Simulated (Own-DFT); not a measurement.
HfO$_{2}$ (monoclinic hafnia, atoms displaced) (calculated)

A calculation, not a measurement: plane-wave density functional theory by an unreviewed code, no spin, of a simulated periodic cell, stress positive in tension, run twice, with PBE and with PBEsol, both on files made for PBE, so the change isn't that of files made for PBEsol, hafnium file: forces about 75 meV/angstrom off all-electron values; oxygen file: force components 24 meV/angstrom off all-electron in one glass; forces on such cells passed a denser k mesh, this cell's mesh not checked; the far tail of each file's local potential was reset to the Coulomb form; each entry is a single point on an unrelaxed cell, so the pressure reflects the starting lattice, mostly measured values (interpolated for alloys), from which strain is counted, and rises with the displacements; printed positions are rounded, which can move forces by about a meV/angstrom; the program, named Own-DFT, is a retired in-house code; no spin-orbit coupling; stress was not checked against mesh or cutoff. Program: Own-DFT development build.

Settings shared by all entries: functional PBE, then PBEsol; potential files PseudoDojo norm-conserving, scalar-relativistic, standard set; wave cutoff 72 hartree; occupations Fermi-Dirac; smearing width 0.1 eV; k mesh 2 x 2 x 2 centred on Gamma.

```json
{"entry": 1, "formula": "HfO2", "kind": "monoclinic hafnia, atoms displaced", "structure": {"cell_angstrom": [[10.234, 0.0, 0.0], [0.0, 10.35, 0.0], [-1.6955, 0.0, 10.4453]], "atoms_fractional": [["Hf", 0.14039, 0.02476, 0.11146], ["Hf", 0.36081, 0.2686, 0.13629], ["Hf", 0.36525, 0.4748, 0.3886], ["Hf", 0.13703, 0.22383, 0.35321], ["O", 0.03511, 0.15961, 0.17258], ["O", 0.46482, 0.41751, 0.07902], ["O", 0.45381, 0.33068, 0.33736], ["O", 0.04496, 0.08667, 0.41963], ["O", 0.22313, 0.37626, 0.24184], ["O", 0.27822, 0.13395, 0.0085], ["O", 0.26883, 0.12399, 0.26712], ["O", 0.22142, 0.37911, 0.47789], ["Hf", 0.13439, 0.0233, 0.60847], ["Hf", 0.36067, 0.2686, 0.64654], ["Hf", 0.35559, 0.48113, 0.89816], ["Hf", 0.14364, 0.23066, 0.85412], ["O", 0.02332, 0.16402, 0.66917], ["O", 0.46347, 0.42186, 0.57465], ["O", 0.46084, 0.3321, 0.81477], ["O", 0.03912, 0.09751, 0.93108], ["O", 0.21871, 0.38113, 0.73153], ["O", 0.27739, 0.13781, 0.50756], ["O", 0.27911, 0.13071, 0.75646], ["O", 0.21869, 0.37753, 0.99043], ["Hf", 0.13646, 0.52365, 0.09636], ["Hf", 0.36434, 0.77218, 0.14748], ["Hf", 0.3667, 0.98694, 0.39533], ["Hf", 0.14069, 0.73459, 0.35764], ["O", 0.03636, 0.67502, 0.1671], ["O", 0.4699, 0.91611, 0.0767], ["O", 0.45924, 0.82675, 0.32783], ["O", 0.03537, 0.58386, 0.43017], ["O", 0.22204, 0.8778, 0.24178], ["O", 0.28849, 0.62794, 0.01043], ["O", 0.28278, 0.62689, 0.26713], ["O", 0.22087, 0.8744, 0.48574], ["Hf", 0.13573, 0.53186, 0.60417], ["Hf", 0.36207, 0.76502, 0.65333], ["Hf", 0.35702, 0.97229, 0.89468], ["Hf", 0.13441, 0.72553, 0.8519], ["O", 0.04147, 0.67158, 0.67288], ["O", 0.46647, 0.92082, 0.5849], ["O", 0.4683, 0.82913, 0.83447], ["O", 0.02995, 0.5789, 0.92167], ["O", 0.2211, 0.87335, 0.74624], ["O", 0.27147, 0.63064, 0.50485], ["O", 0.2666, 0.61916, 0.75397], ["O", 0.22524, 0.86894, 0.98731], ["Hf", 0.63955, 0.0225, 0.10942], ["Hf", 0.86652, 0.26356, 0.15143], ["Hf", 0.85554, 0.47871, 0.3964], ["Hf", 0.63348, 0.22925, 0.35585], ["O", 0.53735, 0.16376, 0.18443], ["O", 0.9612, 0.41992, 0.07408], ["O", 0.96493, 0.33309, 0.32495], ["O", 0.54131, 0.08154, 0.4168], ["O", 0.71912, 0.38258, 0.24776], ["O", 0.77686, 0.13402, 0.99961], ["O", 0.76978, 0.1154, 0.26973], ["O", 0.72318, 0.37056, 0.47471], ["Hf", 0.63249, 0.02343, 0.60504], ["Hf", 0.85889, 0.26526, 0.64799], ["Hf", 0.85784, 0.48003, 0.9014], ["Hf", 0.63635, 0.21722, 0.85799], ["O", 0.53711, 0.16307, 0.67532], ["O", 0.96443, 0.41556, 0.57119], ["O", 0.96485, 0.33647, 0.83221], ["O", 0.5343, 0.08951, 0.9297], ["O", 0.7232, 0.38402, 0.74295], ["O", 0.77499, 0.12601, 0.51779], ["O", 0.7817, 0.11537, 0.76283], ["O", 0.72654, 0.37663, 0.98812], ["Hf", 0.64687, 0.52198, 0.09974], ["Hf", 0.86751, 0.76252, 0.14227], ["Hf", 0.86216, 0.97875, 0.39549], ["Hf", 0.63852, 0.73322, 0.34756], ["O", 0.53982, 0.67508, 0.16777], ["O", 0.96351, 0.9148, 0.07614], ["O", 0.96513, 0.83338, 0.32723], ["O", 0.54076, 0.58686, 0.42324], ["O", 0.72963, 0.88352, 0.24417], ["O", 0.77798, 0.62654, 0.00614], ["O", 0.77563, 0.61634, 0.25407], ["O", 0.7283, 0.86758, 0.49657], ["Hf", 0.63617, 0.51966, 0.60622], ["Hf", 0.85715, 0.7645, 0.64461], ["Hf", 0.85942, 0.97938, 0.89854], ["Hf", 0.63814, 0.72695, 0.85634], ["O", 0.53244, 0.66635, 0.66656], ["O", 0.96539, 0.92313, 0.58085], ["O", 0.96511, 0.8332, 0.82798], ["O", 0.5417, 0.57796, 0.92406], ["O", 0.73592, 0.87729, 0.737], ["O", 0.7813, 0.63012, 0.51018], ["O", 0.7686, 0.61969, 0.75959], ["O", 0.72224, 0.87502, 0.98459]]}, "results": {"PBE_pressure [GPa]": 5.52, "PBE_stress_xx [GPa]": -5.06, "PBE_stress_yy [GPa]": -5.9, "PBE_stress_zz [GPa]": -5.61, "PBE_stress_yz [GPa]": -0.51, "PBE_stress_xz [GPa]": 0.21, "PBE_stress_xy [GPa]": 0.71, "PBEsol_pressure [GPa]": -0.94, "PBEsol_stress_xx [GPa]": 1.43, "PBEsol_stress_yy [GPa]": 0.52, "PBEsol_stress_zz [GPa]": 0.88, "PBEsol_stress_yz [GPa]": -0.48, "PBEsol_stress_xz [GPa]": 0.55, "PBEsol_stress_xy [GPa]": 0.7, "force_element": ["Hf", "Hf", "Hf", "Hf", "O", "O", "O", "O", "O", "O", "O", "O", "Hf", "Hf", "Hf", "Hf", "O", "O", "O", "O", "O", "O", "O", "O", "Hf", "Hf", "Hf", "Hf", "O", "O", "O", "O", "O", "O", "O", "O", "Hf", "Hf", "Hf", "Hf", "O", "O", "O", "O", "O", "O", "O", "O", "Hf", "Hf", "Hf", "Hf", "O", "O", "O", "O", "O", "O", "O", "O", "Hf", "Hf", "Hf", "Hf", "O", "O", "O", "O", "O", "O", "O", "O", "Hf", "Hf", "Hf", "Hf", "O", "O", "O", "O", "O", "O", "O", "O", "Hf", "Hf", "Hf", "Hf", "O", "O", "O", "O", "O", "O", "O", "O"], "PBE_force_x [eV/angstrom]": [-0.262, 0.121, -1.972, 0.875, -1.21, -0.124, 2.475, -2.399, 0.224, 0.24, 1.748, 0.042, 0.236, 0.067, 1.854, -2.055, 1.72, 0.044, 0.169, -0.439, 0.164, 0.281, -0.697, 0.596, -0.281, -0.319, -1.069, 0.022, 1.152, -0.433, 0.426, -0.424, 0.407, -1.165, -0.554, 0.585, 0.258, 0.166, 0.725, -0.818, -1.73, -1.116, -0.773, 1.514, 0.635, 0.552, 1.605, 0.085, 0.028, -0.32, 1.716, 0.753, -0.992, 0.38, -0.417, -1.227, 0.391, -0.143, 1.02, -0.813, 2.112, 0.226, 0.366, 0.647, -0.293, -0.691, 0.548, -1.371, 0.066, -0.04, -1.002, -1.133, -1.399, -0.718, 0.545, -0.275, 0.198, 0.518, -0.279, 0.174, -0.409, 0.081, 0.298, -0.25, 0.051, 0.792, 1.649, 0.586, -0.305, 0.007, 0.506, -0.93, -1.727, -0.349, 0.571, -0.293], "PBE_force_y [eV/angstrom]": [-1.693, 1.589, 2.198, 4.008, 0.826, -0.465, -2.727, -2.266, 0.529, -0.778, -0.962, -0.789, -0.446, 2.424, -0.657, 1.149, -0.356, -0.654, 0.711, -1.237, -0.333, -1.36, -2.0, -0.707, -0.617, -0.578, -1.488, -1.262, -1.148, 0.381, 1.193, 1.098, 0.919, -0.03, -0.175, 0.654, -3.276, 0.379, 0.598, 0.885, 1.016, -0.511, 0.404, 1.247, 1.18, 0.964, 0.293, 0.37, -0.63, 2.196, 0.02, 1.524, 0.135, -0.747, -0.295, -1.28, -0.806, -0.552, 1.204, -0.054, -1.507, 2.292, -1.478, 3.277, 0.433, -0.636, -0.641, -1.269, -1.03, 0.254, 0.72, -1.333, -0.99, 1.708, -0.623, -0.849, -0.463, 0.564, 0.089, -0.016, -0.573, 1.129, 0.99, 0.271, -0.302, 1.24, -0.543, 0.185, 0.605, -0.611, -0.203, 0.188, 0.327, -0.562, 0.564, -0.421], "PBE_force_z [eV/angstrom]": [-1.506, 2.553, 1.677, 1.289, 0.146, -0.214, -1.674, 0.979, -2.416, 0.133, -1.598, 0.944, -1.285, -1.708, -1.172, -0.767, 0.898, 0.509, 2.316, -0.168, 1.091, 0.357, 0.824, -0.58, 2.209, 0.238, 0.784, 0.236, 0.0, 0.011, 0.502, -1.665, -0.654, -0.327, -1.609, 1.129, -2.18, -2.216, 0.479, 0.562, 0.244, -0.489, -0.352, -0.066, -0.617, 1.445, 1.564, 0.583, -0.428, -0.157, 0.233, 0.49, -1.824, 1.567, -0.621, 0.937, -1.974, 2.312, -1.352, 2.61, 0.299, 0.075, -2.489, -1.546, 0.053, 0.926, -0.553, 0.217, -0.626, -0.761, -0.124, 0.883, 1.302, 0.805, 1.444, 1.287, -0.344, 0.28, 0.003, -0.532, -0.77, 0.465, -0.065, -1.329, -1.031, 0.073, -0.778, -0.732, 1.059, -0.168, 0.438, -0.803, 0.531, -0.266, 0.03, 0.515], "PBEsol_force_x [eV/angstrom]": [-0.272, 0.102, -1.955, 0.882, -1.165, -0.152, 2.417, -2.32, 0.298, 0.174, 1.633, 0.116, 0.2, 0.05, 1.788, -2.013, 1.678, 0.054, 0.146, -0.397, 0.226, 0.217, -0.741, 0.647, -0.287, -0.297, -1.064, 0.051, 1.099, -0.427, 0.418, -0.392, 0.448, -1.191, -0.588, 0.613, 0.257, 0.164, 0.694, -0.796, -1.665, -1.073, -0.768, 1.491, 0.678, 0.452, 1.496, 0.171, 0.009, -0.283, 1.649, 0.751, -0.946, 0.367, -0.42, -1.207, 0.448, -0.201, 0.928, -0.732, 2.066, 0.236, 0.348, 0.636, -0.271, -0.691, 0.527, -1.301, 0.129, -0.096, -1.041, -1.037, -1.338, -0.674, 0.508, -0.285, 0.186, 0.496, -0.276, 0.185, -0.353, 0.017, 0.223, -0.163, 0.033, 0.734, 1.577, 0.579, -0.298, 0.017, 0.491, -0.883, -1.611, -0.391, 0.485, -0.22], "PBEsol_force_y [eV/angstrom]": [-1.595, 1.612, 2.081, 3.872, 0.815, -0.455, -2.653, -2.216, 0.504, -0.739, -0.943, -0.777, -0.397, 2.406, -0.671, 1.089, -0.341, -0.616, 0.653, -1.211, -0.332, -1.333, -1.924, -0.68, -0.589, -0.534, -1.487, -1.251, -1.098, 0.385, 1.149, 1.055, 0.89, -0.059, -0.15, 0.629, -3.147, 0.389, 0.509, 0.846, 0.997, -0.472, 0.383, 1.196, 1.136, 0.948, 0.308, 0.366, -0.584, 2.209, -0.042, 1.443, 0.145, -0.707, -0.323, -1.247, -0.777, -0.553, 1.163, -0.046, -1.429, 2.25, -1.5, 3.143, 0.42, -0.592, -0.641, -1.25, -0.988, 0.246, 0.705, -1.262, -0.926, 1.705, -0.667, -0.88, -0.427, 0.558, 0.079, -0.024, -0.549, 1.075, 0.969, 0.265, -0.241, 1.27, -0.581, 0.125, 0.593, -0.566, -0.224, 0.19, 0.315, -0.55, 0.565, -0.407], "PBEsol_force_z [eV/angstrom]": [-1.484, 2.517, 1.673, 1.245, 0.187, -0.271, -1.678, 1.005, -2.348, 0.139, -1.55, 0.898, -1.302, -1.616, -1.101, -0.746, 0.909, 0.442, 2.205, -0.123, 1.077, 0.334, 0.797, -0.573, 2.098, 0.266, 0.787, 0.226, 0.033, -0.039, 0.415, -1.549, -0.632, -0.329, -1.556, 1.075, -2.165, -2.133, 0.51, 0.49, 0.299, -0.533, -0.39, 0.009, -0.579, 1.421, 1.51, 0.552, -0.433, -0.115, 0.259, 0.454, -1.736, 1.459, -0.668, 0.965, -1.901, 2.235, -1.317, 2.513, 0.275, 0.096, -2.401, -1.533, 0.107, 0.842, -0.572, 0.244, -0.61, -0.729, -0.111, 0.864, 1.242, 0.816, 1.421, 1.228, -0.271, 0.23, -0.04, -0.473, -0.735, 0.458, -0.082, -1.296, -1.026, 0.088, -0.745, -0.728, 1.086, -0.216, 0.379, -0.717, 0.515, -0.25, 0.025, 0.483], "rms_change_of_force_components_from_PBE_to_PBEsol [eV/angstrom]": 0.048}}
{"entry": 2, "formula": "HfO2", "kind": "monoclinic hafnia, atoms displaced", "structure": {"cell_angstrom": [[10.234, 0.0, 0.0], [0.0, 10.35, 0.0], [-1.6955, 0.0, 10.4453]], "atoms_fractional": [["Hf", 0.14359, 0.01537, 0.10945], ["Hf", 0.36055, 0.26735, 0.14793], ["Hf", 0.36693, 0.48184, 0.40159], ["Hf", 0.15005, 0.23015, 0.35596], ["O", 0.04163, 0.17253, 0.18414], ["O", 0.45863, 0.40823, 0.07087], ["O", 0.45672, 0.33027, 0.32106], ["O", 0.0384, 0.08577, 0.427], ["O", 0.22328, 0.38254, 0.23362], ["O", 0.26849, 0.13008, 0.01622], ["O", 0.27986, 0.1178, 0.25648], ["O", 0.22534, 0.36957, 0.49169], ["Hf", 0.12878, 0.02132, 0.60629], ["Hf", 0.36152, 0.27613, 0.64231], ["Hf", 0.36797, 0.48799, 0.8964], ["Hf", 0.13704, 0.23218, 0.84963], ["O", 0.03158, 0.16682, 0.67451], ["O", 0.47272, 0.41589, 0.57206], ["O", 0.46211, 0.34546, 0.8254], ["O", 0.04139, 0.08253, 0.92467], ["O", 0.22772, 0.37273, 0.73563], ["O", 0.27563, 0.12995, 0.5021], ["O", 0.28066, 0.12681, 0.75952], ["O", 0.22312, 0.36713, 0.99623], ["Hf", 0.14442, 0.52163, 0.1122], ["Hf", 0.35894, 0.77024, 0.14608], ["Hf", 0.36385, 0.97775, 0.39544], ["Hf", 0.13718, 0.73496, 0.35423], ["O", 0.03128, 0.65874, 0.17183], ["O", 0.4592, 0.91377, 0.08339], ["O", 0.46673, 0.82934, 0.32316], ["O", 0.04489, 0.57604, 0.42833], ["O", 0.23601, 0.88294, 0.24053], ["O", 0.26979, 0.627, 0.00287], ["O", 0.27614, 0.61395, 0.25464], ["O", 0.23078, 0.8684, 0.48914], ["Hf", 0.14075, 0.52227, 0.60479], ["Hf", 0.3629, 0.76521, 0.64599], ["Hf", 0.35766, 0.98529, 0.89937], ["Hf", 0.14497, 0.72214, 0.86378], ["O", 0.04126, 0.66946, 0.68145], ["O", 0.45664, 0.9203, 0.57094], ["O", 0.46411, 0.82601, 0.83799], ["O", 0.03463, 0.57924, 0.91959], ["O", 0.2355, 0.87807, 0.73877], ["O", 0.27538, 0.62856, 0.5005], ["O", 0.27997, 0.6192, 0.75312], ["O", 0.22436, 0.87427, 0.00261], ["Hf", 0.63744, 0.0157, 0.09915], ["Hf", 0.87185, 0.27454, 0.14763], ["Hf", 0.86003, 0.47076, 0.39425], ["Hf", 0.63784, 0.22272, 0.35306], ["O", 0.54297, 0.16024, 0.17179], ["O", 0.96268, 0.42398, 0.0783], ["O", 0.96377, 0.3412, 0.32216], ["O", 0.52882, 0.08521, 0.41793], ["O", 0.72483, 0.37489, 0.24127], ["O", 0.77736, 0.12425, 0.00316], ["O", 0.76578, 0.12455, 0.25908], ["O", 0.7174, 0.36503, 0.49015], ["Hf", 0.64259, 0.02335, 0.60454], ["Hf", 0.85657, 0.27017, 0.64214], ["Hf", 0.86501, 0.47788, 0.89582], ["Hf", 0.63696, 0.22669, 0.8572], ["O", 0.53331, 0.16006, 0.67858], ["O", 0.9573, 0.42223, 0.58174], ["O", 0.96077, 0.32991, 0.82261], ["O", 0.53286, 0.0878, 0.92317], ["O", 0.71972, 0.3811, 0.7339], ["O", 0.77657, 0.13363, 0.52253], ["O", 0.78031, 0.12357, 0.75769], ["O", 0.72699, 0.3705, 0.99001], ["Hf", 0.63293, 0.51256, 0.10224], ["Hf", 0.86088, 0.76736, 0.15105], ["Hf", 0.86508, 0.97285, 0.39598], ["Hf", 0.6424, 0.72578, 0.35375], ["O", 0.53606, 0.66357, 0.17339], ["O", 0.9533, 0.92262, 0.08109], ["O", 0.96817, 0.83001, 0.33164], ["O", 0.53674, 0.58696, 0.42567], ["O", 0.71569, 0.87984, 0.2329], ["O", 0.7608, 0.63312, 0.00812], ["O", 0.77711, 0.62461, 0.25752], ["O", 0.72325, 0.87019, 0.48401], ["Hf", 0.63744, 0.53306, 0.60064], ["Hf", 0.85814, 0.76945, 0.64601], ["Hf", 0.86228, 0.98275, 0.88834], ["Hf", 0.63217, 0.72219, 0.85784], ["O", 0.54447, 0.66838, 0.67353], ["O", 0.96013, 0.91471, 0.57486], ["O", 0.96047, 0.83557, 0.82947], ["O", 0.5397, 0.57949, 0.93061], ["O", 0.72246, 0.87161, 0.73307], ["O", 0.77924, 0.62783, 0.51257], ["O", 0.77269, 0.61815, 0.75857], ["O", 0.72671, 0.86794, 0.99349]]}, "results": {"PBE_pressure [GPa]": 5.61, "PBE_stress_xx [GPa]": -5.4, "PBE_stress_yy [GPa]": -5.41, "PBE_stress_zz [GPa]": -6.02, "PBE_stress_yz [GPa]": -0.11, "PBE_stress_xz [GPa]": -0.4, "PBE_stress_xy [GPa]": 0.0, "PBEsol_pressure [GPa]": -0.86, "PBEsol_stress_xx [GPa]": 1.07, "PBEsol_stress_yy [GPa]": 1.0, "PBEsol_stress_zz [GPa]": 0.5, "PBEsol_stress_yz [GPa]": -0.12, "PBEsol_stress_xz [GPa]": -0.04, "PBEsol_stress_xy [GPa]": -0.01, "force_element": ["Hf", "Hf", "Hf", "Hf", "O", "O", "O", "O", "O", "O", "O", "O", "Hf", "Hf", "Hf", "Hf", "O", "O", "O", "O", "O", "O", "O", "O", "Hf", "Hf", "Hf", "Hf", "O", "O", "O", "O", "O", "O", "O", "O", "Hf", "Hf", "Hf", "Hf", "O", "O", "O", "O", "O", "O", "O", "O", "Hf", "Hf", "Hf", "Hf", "O", "O", "O", "O", "O", "O", "O", "O", "Hf", "Hf", "Hf", "Hf", "O", "O", "O", "O", "O", "O", "O", "O", "Hf", "Hf", "Hf", "Hf", "O", "O", "O", "O", "O", "O", "O", "O", "Hf", "Hf", "Hf", "Hf", "O", "O", "O", "O", "O", "O", "O", "O"], "PBE_force_x [eV/angstrom]": [-2.059, 0.34, -0.156, -0.968, 0.01, 1.21, 0.728, -0.822, -0.206, 1.074, -0.392, 0.282, 1.688, 0.831, -1.31, -0.041, 0.519, -0.864, 1.232, -0.547, -0.923, -0.022, -0.561, -0.145, -0.8, 1.664, 0.387, 1.018, -0.029, 0.871, 0.06, -0.773, -1.664, 0.99, 0.144, -1.444, -1.484, 0.46, 0.596, -1.999, -0.082, 1.386, -0.505, 0.463, -1.09, 0.477, 0.09, -0.324, 0.498, -1.086, -0.141, -0.567, -1.924, 0.194, 1.335, 1.055, -0.232, -0.24, 2.117, 0.674, -1.691, -0.245, -0.755, 0.486, 0.075, 0.837, 0.202, -1.015, 0.049, -0.186, -0.764, -0.262, 0.738, -0.534, -0.725, -0.798, -0.324, 1.543, -0.697, -0.299, 1.127, 1.529, 0.083, 0.213, 1.673, 0.739, 0.019, 1.897, -2.353, 0.476, 1.365, -1.363, -0.419, 0.107, 0.7, -0.42], "PBE_force_y [eV/angstrom]": [1.424, -0.047, -0.709, -0.101, -0.922, 0.906, 0.331, -0.349, -1.18, -0.735, 0.392, 0.608, 0.251, -1.074, -2.47, 0.187, -0.647, -0.219, -1.138, -0.253, 1.137, 0.027, -0.641, 0.557, -1.184, -0.506, -0.247, -2.073, 1.301, 1.005, 0.026, 0.898, -1.088, 0.334, 1.376, -0.2, -0.355, 1.761, -0.577, 1.583, -0.137, -0.605, 0.445, 0.546, 0.396, 0.264, 0.02, -0.97, 0.287, -0.796, 1.251, 0.936, 1.069, -0.321, -0.924, -0.021, 0.606, 0.795, -1.299, 0.672, -0.572, 2.088, -0.143, 1.251, 0.249, -0.018, 0.419, -0.823, -0.306, -2.046, -0.478, -0.216, 0.341, 0.453, 1.714, 0.807, -0.478, 0.093, 0.425, 0.151, -0.668, -0.801, -1.023, 0.335, -3.332, -0.761, -0.469, 1.915, 1.17, 0.172, -0.901, -0.155, 1.211, 0.354, 0.367, 0.074], "PBE_force_z [eV/angstrom]": [-0.774, -0.901, -1.411, -0.463, -1.028, 0.399, 0.972, -0.31, 1.709, -0.964, 0.589, -0.146, -0.114, 0.58, -0.065, 1.381, -0.504, 0.31, -0.428, -0.337, 0.05, 1.005, 0.176, -1.205, -1.874, 0.722, 0.042, 0.211, 0.613, -0.952, 0.597, -1.042, 0.592, 1.086, 0.602, -0.144, -0.099, -0.456, -0.271, -2.183, -0.522, 1.495, -0.351, 0.208, 0.477, 1.279, 0.618, -1.767, 0.384, -0.538, 0.868, -0.158, -0.359, 0.155, 0.762, 0.915, -0.279, 0.644, 0.774, -0.866, 0.059, 1.179, -0.748, -0.839, -0.274, -0.429, 0.887, 0.012, 0.594, -2.467, 0.339, -0.077, 1.257, -2.377, -0.831, -1.089, -0.267, 0.668, -0.064, -0.663, 1.475, 0.76, 0.958, 0.234, 1.033, 1.093, 1.846, 0.432, 0.032, 0.248, -0.142, -1.149, 0.084, -0.639, 0.506, -1.346], "PBEsol_force_x [eV/angstrom]": [-1.953, 0.307, -0.153, -0.924, 0.016, 1.178, 0.688, -0.784, -0.147, 0.989, -0.448, 0.348, 1.622, 0.78, -1.251, -0.043, 0.52, -0.866, 1.177, -0.527, -0.834, -0.08, -0.608, -0.082, -0.762, 1.626, 0.374, 1.0, -0.016, 0.838, 0.047, -0.729, -1.551, 0.896, 0.074, -1.339, -1.447, 0.416, 0.577, -1.953, -0.064, 1.334, -0.488, 0.466, -0.987, 0.402, 0.026, -0.25, 0.494, -1.05, -0.135, -0.538, -1.861, 0.176, 1.266, 1.038, -0.153, -0.307, 1.975, 0.742, -1.634, -0.268, -0.73, 0.489, 0.103, 0.806, 0.192, -0.98, 0.123, -0.257, -0.801, -0.201, 0.726, -0.55, -0.698, -0.782, -0.297, 1.497, -0.687, -0.281, 1.158, 1.409, 0.018, 0.285, 1.641, 0.694, 0.017, 1.856, -2.281, 0.456, 1.3, -1.33, -0.325, 0.016, 0.616, -0.357], "PBEsol_force_y [eV/angstrom]": [1.43, 0.012, -0.731, -0.161, -0.861, 0.917, 0.301, -0.375, -1.157, -0.741, 0.392, 0.592, 0.308, -0.993, -2.473, 0.134, -0.628, -0.183, -1.118, -0.258, 1.091, 0.038, -0.614, 0.54, -1.123, -0.408, -0.288, -2.078, 1.276, 0.983, 0.01, 0.865, -1.056, 0.324, 1.342, -0.209, -0.297, 1.771, -0.602, 1.464, -0.135, -0.577, 0.411, 0.532, 0.378, 0.247, 0.036, -0.931, 0.323, -0.699, 1.162, 0.861, 1.047, -0.315, -0.904, -0.031, 0.588, 0.756, -1.258, 0.645, -0.501, 2.079, -0.195, 1.162, 0.262, -0.02, 0.4, -0.815, -0.305, -1.992, -0.465, -0.198, 0.398, 0.484, 1.604, 0.755, -0.45, 0.09, 0.406, 0.133, -0.667, -0.78, -0.97, 0.323, -3.216, -0.695, -0.493, 1.821, 1.146, 0.197, -0.875, -0.172, 1.183, 0.351, 0.366, 0.074], "PBEsol_force_z [eV/angstrom]": [-0.787, -0.861, -1.339, -0.478, -0.942, 0.342, 0.895, -0.236, 1.652, -0.929, 0.572, -0.135, -0.159, 0.599, -0.037, 1.322, -0.446, 0.246, -0.452, -0.296, 0.027, 0.953, 0.185, -1.152, -1.839, 0.743, 0.07, 0.204, 0.645, -0.973, 0.518, -0.952, 0.567, 1.046, 0.574, -0.156, -0.136, -0.422, -0.236, -2.161, -0.45, 1.388, -0.396, 0.244, 0.462, 1.252, 0.607, -1.694, 0.379, -0.47, 0.869, -0.19, -0.294, 0.109, 0.684, 0.927, -0.266, 0.602, 0.758, -0.848, 0.05, 1.178, -0.71, -0.844, -0.226, -0.485, 0.813, 0.051, 0.571, -2.377, 0.324, -0.075, 1.18, -2.307, -0.761, -1.093, -0.211, 0.596, -0.104, -0.586, 1.43, 0.737, 0.934, 0.226, 0.993, 1.097, 1.839, 0.413, 0.083, 0.18, -0.191, -1.076, 0.058, -0.605, 0.477, -1.293], "rms_change_of_force_components_from_PBE_to_PBEsol [eV/angstrom]": 0.049}}
```
